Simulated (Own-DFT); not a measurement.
Simulation results for SiC (2H silicon carbide, atoms displaced)

All values are calculated (Own-DFT development build). A calculation, not a measurement: plane-wave PBE density functional theory by an unreviewed code, no spin, of a simulated periodic cell, stress positive in tension, free energy of the whole cell less one offset for each atom, forces on such cells passed a denser k mesh, this cell's mesh not checked; offsets are fitted by least squares, one for each functional and potential file, so energies compare only between cells with the same atoms and settings and are not formation energies; the far tail of each file's local potential was reset to the Coulomb form; each entry is a single point on an unrelaxed cell, so the pressure reflects the starting lattice, mostly measured values (interpolated for alloys), from which strain is counted, and rises with the displacements; printed positions are rounded, which can move forces by about a meV/angstrom; the program, named Own-DFT, is a retired in-house code; no spin-orbit coupling.

## SiC (2H silicon carbide, atoms displaced)

```
CELL_PARAMETERS angstrom
9.24810 0.00000 0.00000
-4.62410 8.00910 0.00000
0.00000 0.00000 10.06810
ATOMIC_POSITIONS crystal
Si 0.99821 0.99811 0.00965
Si 0.11963 0.22327 0.25253
C 0.00633 0.00316 0.18596
C 0.09681 0.21382 0.44178
Si 0.99412 0.00236 0.50030
Si 0.11424 0.21379 0.75417
C 0.00259 0.99984 0.68006
C 0.11629 0.23405 0.93260
Si 0.99541 0.33728 0.00523
Si 0.11604 0.55918 0.25494
C 0.99595 0.33744 0.18582
C 0.09423 0.54356 0.43245
Si 0.00639 0.33327 0.49565
Si 0.10777 0.56252 0.74585
C 0.00122 0.32429 0.68223
C 0.10029 0.56126 0.92750
Si 0.98589 0.66132 0.00039
Si 0.10482 0.88267 0.24772
C 0.00448 0.67335 0.19039
C 0.10989 0.89438 0.44485
Si 0.00196 0.67172 0.50147
Si 0.11512 0.89878 0.75416
C 0.01301 0.65885 0.68437
C 0.10627 0.88338 0.94297
Si 0.32353 0.99302 0.00096
Si 0.44182 0.21444 0.25629
C 0.33502 0.00594 0.18082
C 0.45461 0.22740 0.44153
Si 0.33674 0.00312 0.50432
Si 0.45267 0.21900 0.74619
C 0.33330 0.00891 0.69786
C 0.44466 0.23393 0.93570
Si 0.32844 0.33147 0.99293
Si 0.45512 0.55554 0.23839
C 0.33583 0.32302 0.17971
C 0.43718 0.55985 0.43467
Si 0.33148 0.33447 0.50357
Si 0.45219 0.57352 0.75957
C 0.33703 0.34067 0.68225
C 0.43232 0.55615 0.93465
Si 0.33840 0.67603 0.00953
Si 0.43559 0.88479 0.25389
C 0.33352 0.66384 0.17349
C 0.43821 0.88447 0.43896
Si 0.32757 0.65721 0.49921
Si 0.44057 0.88196 0.75236
C 0.32676 0.65635 0.69039
C 0.45212 0.90083 0.93613
Si 0.68063 0.00537 0.99445
Si 0.77327 0.20854 0.25317
C 0.65261 0.99744 0.19517
C 0.77972 0.22218 0.44774
Si 0.65639 0.99828 0.50333
Si 0.77398 0.21841 0.74733
C 0.66615 0.99678 0.68771
C 0.77382 0.21472 0.93808
Si 0.67767 0.34246 0.98765
Si 0.78500 0.54979 0.23992
C 0.66213 0.33009 0.19236
C 0.77577 0.55380 0.43089
Si 0.66183 0.33750 0.49977
Si 0.78805 0.57201 0.74952
C 0.66840 0.32813 0.68713
C 0.77068 0.54702 0.93463
Si 0.66496 0.66610 0.99902
Si 0.77456 0.89042 0.26324
C 0.66668 0.65870 0.18062
C 0.78837 0.89355 0.44615
Si 0.66580 0.66960 0.50671
Si 0.77969 0.88687 0.74726
C 0.65333 0.66780 0.68355
C 0.77038 0.88373 0.93392
```

* functional: PBE
* potential files: PseudoDojo norm-conserving, scalar-relativistic, standard set
* wave cutoff: 42 hartree
* occupations: Fermi-Dirac
* smearing width: 0.1 eV
* hardware: one NVIDIA H100
* k mesh: 4 x 4 x 3 centred on Gamma
* free energy of cell above offsets: -3.639 eV
* pressure: 5.95 GPa
* stress xx: -3.8 GPa
* stress yy: -4.29 GPa
* stress zz: -9.76 GPa
* stress yz: 0.29 GPa
* stress xz: -0.18 GPa
* stress xy: 0.33 GPa
* wall time: 359.3 s

Force:
```tsv
element	x (eV/Å)	y (eV/Å)	z (eV/Å)
Si	-0.141	0.894	-2.925
Si	-1.216	0.361	-0.662
C	-1.703	-0.58	2.229
C	3.076	1.413	-1.97
Si	2.447	0.097	0.297
Si	-0.946	2.316	-2.147
C	-0.321	-0.883	2.495
C	-1.209	-2.361	1.99
Si	0.818	0.582	-2.416
Si	-0.449	-0.836	-2.314
C	1.178	-0.804	1.394
C	1.704	2.536	1.247
Si	-2.514	-0.926	1.88
Si	4.559	-4.793	1.749
C	-0.536	0.95	1.19
C	1.112	-0.371	2.749
Si	2.062	0.697	-0.126
Si	0.759	2.46	1.293
C	0.489	-1.903	-1.214
C	0.822	-0.197	-1.41
Si	-0.547	-1.038	-1.057
Si	0.282	-1.577	-0.41
C	-6.33	4.166	-1.029
C	-1.292	0.409	-0.78
Si	1.531	2.34	-1.164
Si	0.32	1.456	-1.484
C	-0.272	-2.224	2.431
C	-2.868	-1.58	-0.56
Si	-0.979	-0.033	0.323
Si	-2.215	2.967	1.418
C	1.36	-2.626	-1.941
C	1.525	-1.783	-0.569
Si	0.653	0.788	0.527
Si	-1.989	-1.402	1.274
C	-0.934	1.43	1.541
C	2.331	-0.945	-1.018
Si	-0.108	0.014	-1.075
Si	-1.308	-3.798	-1.959
C	0.818	-0.49	2.214
C	1.625	0.726	2.273
Si	-1.498	0.002	-6.909
Si	-0.22	0.063	-1.373
C	0.022	0.014	7.089
C	-0.325	-0.396	0.387
Si	-1.622	0.842	0.634
Si	-0.2	0.771	-0.335
C	-0.444	2.043	-1.029
C	-0.017	-1.341	0.984
Si	-3.095	-1.469	1.831
Si	-1.045	2.86	0.86
C	2.653	-1.19	-1.312
C	-0.925	-0.506	-1.663
Si	1.762	0.667	-0.204
Si	1.957	0.402	-0.362
C	-0.768	-0.614	0.466
C	0.548	2.204	-0.795
Si	-1.998	-4.584	2.872
Si	-1.741	-0.017	1.934
C	1.522	-0.395	-1.513
C	-0.351	1.226	1.448
Si	3.241	0.423	0.367
Si	0.018	-2.603	-1.156
C	-0.463	2.079	-0.015
C	-0.563	3.793	-0.627
Si	-0.992	-0.769	-0.674
Si	0.447	-0.409	-2.284
C	1.049	1.912	1.15
C	-3.554	-1.744	-0.794
Si	0.062	-0.814	-3.173
Si	-0.558	1.045	-0.354
C	3.336	0.788	1.847
C	2.169	0.266	0.421
```
